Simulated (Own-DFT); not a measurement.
Simulation results for GaP (zincblende, atoms displaced)

Computed with Own-DFT development build. A calculation, not a measurement: plane-wave PBE density functional theory by an unreviewed code, no spin, of a simulated periodic cell, stress positive in tension, free energy of the whole cell less one offset for each atom, forces on such cells passed a denser k mesh, this cell's mesh not checked; offsets are fitted by least squares, one for each functional and potential file, so energies compare only between cells with the same atoms and settings and are not formation energies; the far tail of each file's local potential was reset to the Coulomb form; each entry is a single point on an unrelaxed cell, so the pressure reflects the starting lattice, mostly measured values (interpolated for alloys), from which strain is counted, and rises with the displacements; printed positions are rounded, which can move forces by about a meV/angstrom; the program, named Own-DFT, is a retired in-house code; no spin-orbit coupling.

Common to all runs: functional PBE; potential files PseudoDojo norm-conserving, scalar-relativistic, standard set; wave cutoff 42 hartree; occupations Fermi-Dirac; smearing width 0.1 eV; hardware one NVIDIA H100; k mesh 3 x 3 x 3 centred on Gamma.

(1) 
```xyz
64
Lattice="10.9010 0.0000 0.0000 0.0000 10.9010 0.0000 0.0000 0.0000 10.9010" Properties=species:S:1:pos:R:3:force_x:R:1:force_y:R:1:force_z:R:1 formula=GaP free_energy_of_cell_above_offsets=-32.889 pressure=3.39 stress_xx=-3.37 stress_yy=-3.39 stress_zz=-3.41 stress_yz=-0.38 stress_xz=0.55 stress_xy=0 wall_time=538.5
Ga     0.1529     0.0060     0.0031     -0.835      0.136      -0.08
Ga     0.0595     2.7617     2.7641      -1.04     -0.092     -0.275
Ga     2.7009    10.8978     2.7233      0.356      0.375      0.087
Ga     2.6424     2.7388     0.0206      0.741      0.054      -0.51
P      1.3550     1.4133     1.4186       0.13      -0.42     -0.223
P      1.3943     4.0563     4.0512      0.234      0.597      0.653
P      4.0631     1.4206     4.0847      1.245     -1.305     -1.217
P      4.1033     4.0589     1.4427     -0.158      0.795     -1.508
Ga     0.0410    10.7588     5.4602     -0.303      1.078      -0.28
Ga    10.8217     2.8180     8.1921      0.563     -1.461      0.039
Ga     2.8398     0.0277     8.1883      -1.14       -0.1     -0.579
Ga     2.7507     2.6381     5.3604     -0.632      1.175      0.856
P      1.4191     1.3553     6.7348     -0.713     -0.276      1.089
P      1.3395     4.1430     9.4640      0.942      -0.21      0.066
P      4.1108     1.3014     9.5161      0.473      1.287      1.098
P      4.0720     4.1221     6.7016     -0.271     -0.484      1.141
Ga     0.0749     5.5406    10.7586     -1.082     -0.839      0.781
Ga    10.8968     8.1563     2.7129     -0.614      0.416     -0.566
Ga     2.7879     5.4317     2.7723     -0.816      0.363     -0.631
Ga     2.7361     8.1799     0.0023     -0.067     -0.214      0.263
P      1.2801     6.8247     1.2795      1.299     -0.091      0.986
P      1.3722     9.4999     4.0107      0.169     -0.221      0.521
P      4.0667     6.8136     4.1166      1.133     -0.845     -0.167
P      4.0492     9.5143     1.3888       0.93      0.015     -0.008
Ga     0.0356     5.4528     5.4124     -0.471     -0.149     -0.275
Ga    10.8245     8.1656     8.2196      1.025      1.158     -0.921
Ga     2.8058     5.5648     8.1494     -0.761     -1.045     -0.632
Ga     2.7686     8.1141     5.3978     -0.724      1.033      0.989
P      1.3112     6.8059     6.7852      0.467       0.58      0.331
P      1.4749     9.5523     9.5567     -0.735     -0.085     -0.846
P      4.0850     6.8056     9.5455      0.475       0.88     -0.094
P      4.1071     9.5529     6.8585      0.164     -0.339     -1.391
Ga     5.5309    10.8527     0.0260      -0.38      0.226     -0.072
Ga     5.4926     2.7835     2.6889     -0.643     -0.919      0.379
Ga     8.1666    10.8925     2.7289      0.158      0.571       0.18
Ga     8.0819     2.6779     0.0299      1.835      1.288     -0.479
P      6.8361     1.4770     1.3620     -0.961      -1.94      0.796
P      6.7315     3.9864     4.1441      0.867      1.413     -0.916
P      9.5457     1.4359     4.0964      0.222         -1       0.14
P      9.5354     4.1244     1.4556      0.247     -0.101     -1.427
Ga     5.5206    10.8935     5.3356     -1.088        0.4      0.959
Ga     5.4590     2.7381     8.1358     -0.597      0.187      0.114
Ga     8.0737    10.8914     8.1734      1.276      0.948     -0.379
Ga     8.1737     2.8171     5.4075      0.288     -1.253      0.826
P      6.7576     1.3602     6.8050      0.676      0.252     -0.524
P      6.8670     4.0901     9.5077     -0.922     -0.102      0.473
P      9.5341     1.3547     9.6196      0.107     -0.073     -0.779
P      9.5571     4.0761     6.8010     -0.426      0.809     -0.524
Ga     5.4569     5.5258    10.8533      0.384     -0.904      0.783
Ga     5.4634     8.0856     2.7461     -0.406      0.945      0.163
Ga     8.1168     5.4595     2.6951      0.783      -0.88      1.464
Ga     8.2204     8.1596     0.1199     -0.189      0.075     -1.207
P      6.8823     6.8176     1.4536     -1.209      0.142     -1.389
P      6.8141     9.5098     4.1208      0.484     -0.576     -0.673
P      9.4911     6.8862     4.0880      0.164     -0.885      0.065
P      9.4928     9.6173     1.2798       1.17     -0.038      0.987
Ga     5.5265     5.3714     5.4782     -0.572      0.914     -0.301
Ga     5.4665     8.1374     8.0835      0.117      0.375      0.855
Ga     8.1493     5.4001     8.1636      0.853      0.668     -0.125
Ga     8.1619     8.1141     5.5633      0.382      0.765     -1.464
P      6.8612     6.8080     6.7736     -0.863     -1.078        0.8
P      6.9057     9.5411     9.5005      -1.12     -1.381       0.96
P      9.5651     6.8763     9.5110     -1.388     -0.942      0.569
P      9.4483     9.5311     6.7688      0.766      0.325      1.049
```

Units: free_energy_of_cell_above_offsets in eV; pressure, stress_xx, stress_yy, stress_zz, stress_yz, stress_xz, stress_xy in GPa; wall_time in s; force_x, force_y, force_z in eV/Å.

(2) 
```xyz
64
Lattice="10.9010 0.0000 0.0000 0.0000 10.9010 0.0000 0.0000 0.0000 10.9010" Properties=species:S:1:pos:R:3:force_x:R:1:force_y:R:1:force_z:R:1 formula=GaP free_energy_of_cell_above_offsets=-33.453 pressure=3.19 stress_xx=-3.11 stress_yy=-3.28 stress_zz=-3.19 stress_yz=-0.77 stress_xz=0.57 stress_xy=0.13 wall_time=542.5
Ga     0.0659    10.8566     0.0733     -1.307      0.422     -0.551
Ga     0.0938     2.8129     2.6835     -1.253     -0.272      0.504
Ga     2.6971    10.8683     2.6804      0.211      0.351      0.738
Ga     2.7068     2.6744    10.8965     -0.299      0.552       0.31
P      1.3037     1.3159     1.3990      0.847      0.726     -0.132
P      1.3619     4.1455     4.1271      0.233     -0.355      0.055
P      4.0664     1.3553     4.0966     -0.066      0.095     -0.216
P      4.0954     4.1223     1.3662     -0.326     -0.889     -0.119
Ga     0.0575    10.7947     5.4587     -0.784      1.284      0.137
Ga     0.0326     2.7762     8.1647     -1.354     -0.189     -0.406
Ga     2.7545    10.8686     8.1032     -0.815      0.871      1.406
Ga     2.7082     2.6699     5.5390     -0.176      0.088     -0.826
P      1.3186     1.3897     6.8875      0.277     -0.953     -0.762
P      1.3342     4.0542     9.4623      0.622      1.121      1.185
P      4.0662     1.4023     9.5567      0.202      -0.72     -0.571
P      4.0591     4.0448     6.7716      0.393      0.919      0.817
Ga     0.0129     5.4647     0.0677     -0.369     -0.428     -1.399
Ga     0.0429     8.2006     2.7137     -1.012      -0.33     -0.449
Ga     2.7514     5.4272     2.7231     -0.649      0.287     -0.128
Ga     2.7222     8.1752    10.8308      0.558     -0.088      0.909
P      1.3143     6.7860     1.3154      1.196      0.497      0.778
P      1.3353     9.5153     4.0735      0.652      0.091      -0.08
P      3.9934     6.7914     4.1072      1.222      0.083       0.08
P      4.0789     9.5206     1.4660      0.514     -0.315     -1.386
Ga    10.8290     5.5144     5.4084      0.191     -0.199      0.245
Ga     0.0586     8.1318     8.1207     -0.961      1.129       1.83
Ga     2.6108     5.5861     8.1386      1.068     -1.085      0.178
Ga     2.6912     8.1853     5.4442      0.347      0.308     -0.126
P      1.3202     6.9173     6.7957      0.196     -1.154     -1.033
P      1.3822     9.5838     9.6414      0.098     -0.425     -1.686
P      4.1454     6.8419     9.4915     -0.741     -0.958      0.756
P      4.0297     9.5494     6.8504      1.167     -0.879     -0.732
Ga     5.4618     0.0594    10.8601      0.137     -0.531      0.756
Ga     5.4954     2.7598     2.7292     -0.942     -0.673      -0.32
Ga     8.1257    10.7904     2.7861      0.878      0.894     -0.462
Ga     8.1974     2.7062    10.8805      0.054     -0.562     -0.032
P      6.8664     1.3655     1.4509     -0.255     -0.092      -0.85
P      6.7588     4.0949     4.0375      0.852      0.496      0.181
P      9.5090     1.3300     4.0871      0.501      0.235     -0.056
P      9.5198     4.1144     1.2690      0.222     -0.223      1.268
Ga     5.4381    10.8765     5.4518     -0.103      0.411      0.256
Ga     5.4554     2.6870     8.1866     -0.003      0.546     -0.074
Ga     8.1568     0.0144     8.1469      0.659     -0.035       0.13
Ga     8.0433     2.7242     5.4068      1.248      0.001     -0.485
P      6.8800     1.3857     6.8114     -1.316     -0.536       0.12
P      6.8492     4.0861     9.5644     -0.551     -0.498     -0.335
P      9.5817     1.3433     9.4769      0.076      0.001      0.653
P      9.4959     4.0786     6.7102     -0.032      0.102      0.648
Ga     5.4808     5.3758     0.0301     -0.439      0.368      -0.75
Ga     5.4988     8.0696     2.7021     -0.363      0.482      0.536
Ga     8.2532     5.4754     2.7924     -0.898     -0.553     -1.193
Ga     8.1775     8.1801    10.8154      0.248     -0.359      0.716
P      6.8033     6.7691     1.2650      0.789      0.285      0.857
P      6.8156     9.5586     4.1256     -0.252     -1.605      0.469
P      9.4345     6.8649     4.1176      1.721      -0.06     -0.868
P      9.4827     9.5361     1.3083      0.296     -0.268      0.676
Ga     5.5174     5.4232     5.4398     -1.235      0.127      0.021
Ga     5.4754     8.1150     8.1946      0.162      1.104     -0.385
Ga     8.0776     5.4225     8.1320      1.142      0.239      0.224
Ga     8.3062     8.1377     5.5246     -1.582      1.068      0.272
P      6.7886     6.8206     6.7893       0.27      0.072     -0.115
P      6.9083     9.5227     9.5141      -1.43      0.541     -0.269
P      9.5492     6.8301     9.5667      0.161     -0.661     -0.972
P      9.5724     9.5284     6.8555      0.104      0.096      0.058
```

Units: free_energy_of_cell_above_offsets in eV; pressure, stress_xx, stress_yy, stress_zz, stress_yz, stress_xz, stress_xy in GPa; wall_time in s; force_x, force_y, force_z in eV/Å.

(3) 
```xyz
64
Lattice="10.9010 0.0000 0.0000 0.0000 10.9010 0.0000 0.0000 0.0000 10.9010" Properties=species:S:1:pos:R:3:force_x:R:1:force_y:R:1:force_z:R:1 formula=GaP free_energy_of_cell_above_offsets=-32.463 pressure=3.49 stress_xx=-3.48 stress_yy=-3.39 stress_zz=-3.6 stress_yz=0.32 stress_xz=-0.82 stress_xy=0.39 wall_time=534.1
Ga    10.8663    10.8973    10.8627      0.549     -0.099      0.991
Ga     0.0155     2.6579     2.7509     -0.579      1.228      0.562
Ga     2.6577     0.1056     2.6942      0.014     -1.669      0.099
Ga     2.6680     2.7370     0.0290      0.753      -0.31      0.471
P      1.2860     1.3666     1.4266      0.278     -0.049     -1.586
P      1.4512     4.0386     4.1399     -1.158      0.746     -0.789
P      4.0095     1.2953     4.0336      1.825      0.906      0.312
P      4.0941     4.1617     1.3387     -0.131     -0.704      0.298
Ga     0.1035     0.0172     5.3796     -1.234       0.49      1.368
Ga    10.8444     2.7044     8.1561       0.79      0.253      0.196
Ga     2.7365    10.8657     8.1849      0.054      0.705     -0.044
Ga     2.7533     2.6680     5.3846      0.028      -0.11        0.8
P      1.4012     1.3688     6.8152     -0.145     -0.041      0.021
P      1.5000     4.1223     9.5617     -1.624     -0.432     -0.706
P      4.1072     1.4115     9.5198     -0.812     -0.738      0.503
P      4.0369     4.0366     6.8421      0.253      0.201     -0.625
Ga     0.0664     5.4065    10.8951     -1.153     -0.273     -0.641
Ga     0.0074     8.2303     2.6251       0.35     -0.667      1.065
Ga     2.6436     5.4893     2.6742      1.045     -0.623      0.951
Ga     2.7829     8.2169     0.0533     -1.136     -0.796     -0.647
P      1.2905     6.7025     1.3555      0.538      2.018     -0.156
P      1.3357     9.5707     4.1504      1.081      -1.09     -1.516
P      4.1507     6.8282     4.0511     -1.068     -0.873      0.996
P      4.0769     9.5104     1.3640     -0.392      0.087      1.483
Ga    10.8458     5.4847     5.3993       0.79     -0.806      0.042
Ga    10.8178     8.1820     8.2276      0.843     -0.543      0.201
Ga     2.8286     5.4727     8.2465     -0.629       0.24     -0.768
Ga     2.7604     8.1744     5.4835     -0.483     -0.601     -0.789
P      1.3587     6.7566     6.7529      0.051      0.427       1.12
P      1.3652     9.6323     9.5705      0.131     -1.484      -0.05
P      4.1279     6.8001     9.5862      0.042      1.058     -0.526
P      4.0365     9.5042     6.8011      0.957      0.672       0.22
Ga     5.2792    10.8515     0.0411      1.524      0.381     -1.004
Ga     5.5546     2.7573     2.6690     -0.959     -0.118      0.251
Ga     8.0989    10.8484     2.7319      1.356      1.352     -0.268
Ga     8.1615     2.7727     0.0436      0.653     -1.588      0.199
P      6.7980     1.2754     1.3620     -0.046      0.403     -0.588
P      6.8347     4.1807     4.0392      0.264     -1.541      0.494
P      9.5389     1.3632     4.1275     -0.477     -0.304     -0.213
P      9.5132     4.0839     1.3602      0.893     -0.207      0.407
Ga     5.4818     0.0021     5.4337     -0.661     -0.264     -0.242
Ga     5.3728     2.6609     8.0870      1.087       0.63      0.931
Ga     8.1334     0.0140     8.1109       0.75     -1.063      1.069
Ga     8.2093     2.7549     5.5131     -0.911     -0.566     -0.935
P      6.7940     1.3026     6.8534     -0.151      0.916     -0.961
P      6.8781     4.0061     9.6302      -1.43      1.048     -1.737
P      9.5952     1.2725     9.5500      -1.45      1.305     -0.482
P      9.5258     4.0761     6.7482      0.437      0.793      1.223
Ga     5.4596     5.5175     0.0236     -0.104      -1.48     -0.776
Ga     5.4487     8.0943     2.7457      0.749      0.632     -0.828
Ga     8.2043     5.4577     2.7269      -0.11      0.196     -0.676
Ga     8.1448     8.2681    10.8690      0.768     -1.068      1.746
P      6.7957     6.7299     1.2930      1.047      1.587      1.158
P      6.8256     9.5996     3.9952      -0.82     -1.667      1.417
P      9.5473     6.7765     4.0351      0.095      1.063     -0.261
P      9.5616     9.6027     1.4248     -0.697     -0.216     -1.045
Ga     5.4783     5.3109     5.4741     -0.448      1.055      0.198
Ga     5.4618     8.2519     8.1598     -0.241     -1.439     -0.395
Ga     8.1762     5.4901     8.1772      0.155     -0.957      0.542
Ga     8.2076     8.1746     5.4020     -0.121      0.047       0.24
P      6.8635     6.7457     6.8121     -0.947      0.832     -0.526
P      6.8424     9.3813     9.5326     -1.011       2.86     -0.455
P      9.4352     6.8262     9.6276      1.367     -0.414     -0.364
P      9.5792     9.5146     6.8437     -0.387      0.667     -0.973
```

Units: free_energy_of_cell_above_offsets in eV; pressure, stress_xx, stress_yy, stress_zz, stress_yz, stress_xz, stress_xy in GPa; wall_time in s; force_x, force_y, force_z in eV/Å.

(4) 
```xyz
64
Lattice="10.9010 0.0000 0.0000 0.0000 10.9010 0.0000 0.0000 0.0000 10.9010" Properties=species:S:1:pos:R:3:force_x:R:1:force_y:R:1:force_z:R:1 formula=GaP free_energy_of_cell_above_offsets=-33.667 pressure=3.19 stress_xx=-3.16 stress_yy=-3.18 stress_zz=-3.24 stress_yz=0.27 stress_xz=-0.44 stress_xy=-0.44 wall_time=540.1
Ga    10.8556     0.1074    10.8773       0.14     -1.219       0.11
Ga    10.8504     2.6672     2.7600       0.48      1.246     -0.929
Ga     2.6591     0.0789     2.6559      0.651     -0.735      0.568
Ga     2.7398     2.6478     0.0508      0.177      1.069      0.036
P      1.3144     1.3915     1.3747     -0.202      0.086     -0.304
P      1.3162     4.0500     4.0481      0.302      0.521      0.241
P      4.1020     1.3610     4.0816     -0.681      0.155     -0.449
P      4.1734     4.1014     1.3902     -0.994     -0.201     -0.628
Ga    10.8834     0.0925     5.3938      0.669     -0.994      0.859
Ga     0.0429     2.6923     8.1407     -0.197     -0.294     -0.301
Ga     2.7572     0.0166     8.2209     -0.302     -0.931       0.02
Ga     2.7344     2.7603     5.4079     -0.014     -0.161      0.105
P      1.4777     1.2967     6.7880     -0.916      0.719     -0.036
P      1.3446     3.9911     9.5433      0.665      0.457      0.136
P      4.0699     1.3964     9.5241      0.308      0.007     -0.021
P      4.0835     4.0855     6.7989      0.544     -0.585     -0.047
Ga     0.0597     5.4330    10.8802      0.264     -0.151      0.842
Ga    10.8783     8.1934     2.7454      0.495     -0.066      0.093
Ga     2.7489     5.4500     2.7161      0.177     -0.181      0.287
Ga     2.7260     8.1877     0.0314      0.228     -0.255     -0.838
P      1.4554     6.8673     1.4105     -0.936     -0.631     -0.155
P      1.3889     9.5936     4.1014     -0.326     -0.267     -0.246
P      4.1913     6.7772     4.0899     -1.705      0.428      0.267
P      4.0480     9.5636     1.3225       0.29       0.03      0.825
Ga    10.8728     5.4505     5.4709     -0.289     -0.636     -0.732
Ga    10.8703     8.1175     8.2957       0.33      0.618     -1.602
Ga     2.6909     5.3720     8.0934     -0.241      0.537      0.602
Ga     2.6617     8.1444     5.4835      0.741      0.144     -0.169
P      1.2658     6.7601     6.7587      0.705       0.63      0.997
P      1.3125     9.4870     9.5604      0.461      1.045      0.149
P      4.0776     6.8311     9.4396      -0.24     -0.358      0.672
P      4.0907     9.5483     6.8529       0.24      0.177     -0.676
Ga     5.3547     0.0303    10.8793      0.868     -0.278      0.023
Ga     5.3959     2.7511     2.7802      0.955      -0.46       -0.6
Ga     8.1113     0.0036     2.7463      1.062     -0.414     -0.135
Ga     8.1834     2.6977     0.0243     -0.118      0.377     -0.581
P      6.8673     1.3074     1.3166     -1.182      0.475      0.427
P      6.8382     4.1378     3.9723      -0.52     -0.542      1.526
P      9.6205     1.4250     4.1019     -1.875     -0.862     -0.044
P      9.5006     4.0880     1.3846       0.68     -0.078     -0.473
Ga     5.4979     0.1288     5.3992     -1.095     -2.185     -0.359
Ga     5.5526     2.6776     8.1866     -1.181     -0.016     -0.758
Ga     8.1942    10.7923     8.0972     -0.551      0.728      0.411
Ga     8.1527     2.7070     5.3988      0.114      0.851       0.27
P      6.7563     1.3192     6.7207      1.616       0.83      1.351
P      6.7455     4.0628     9.4845        1.4       0.29      0.757
P      9.5140     1.3535     9.4939     -0.305      0.164     -0.491
P      9.5300     4.1425     6.8724      0.268     -1.397      -0.98
Ga     5.4776     5.4417    10.8655     -0.515      0.551      -0.11
Ga     5.4268     8.1808     2.7919      0.006      0.619     -0.656
Ga     8.1519     5.4477     2.6766      0.221      0.744     -0.171
Ga     8.1427     8.2087    10.8634       0.39     -0.722      0.408
P      6.7452     6.8532     1.3920      0.594     -0.116     -0.674
P      6.8432     9.5024     4.1092      -0.38      0.495      0.155
P      9.5474     6.7722     4.0684     -0.251       0.24     -0.045
P      9.5602     9.4872     1.3366     -0.381      0.964       0.15
Ga     5.4251     5.4846     5.4820      0.693     -0.751     -0.146
Ga     5.5009     8.2510     8.2216       -0.7     -1.046     -1.065
Ga     8.1672     5.4189     8.1172     -0.243      0.624       0.98
Ga     8.2273     8.1806     5.4661      -0.57     -0.899     -0.497
P      6.8121     6.7927     6.7995      0.168      0.639      0.264
P      6.7943     9.5046     9.5165      0.382      1.236      0.567
P      9.6324     6.7717     9.5629     -1.923     -0.372      0.281
P      9.5000     9.5194     6.7455      1.547      0.107      0.541
```

Units: free_energy_of_cell_above_offsets in eV; pressure, stress_xx, stress_yy, stress_zz, stress_yz, stress_xz, stress_xy in GPa; wall_time in s; force_x, force_y, force_z in eV/Å.
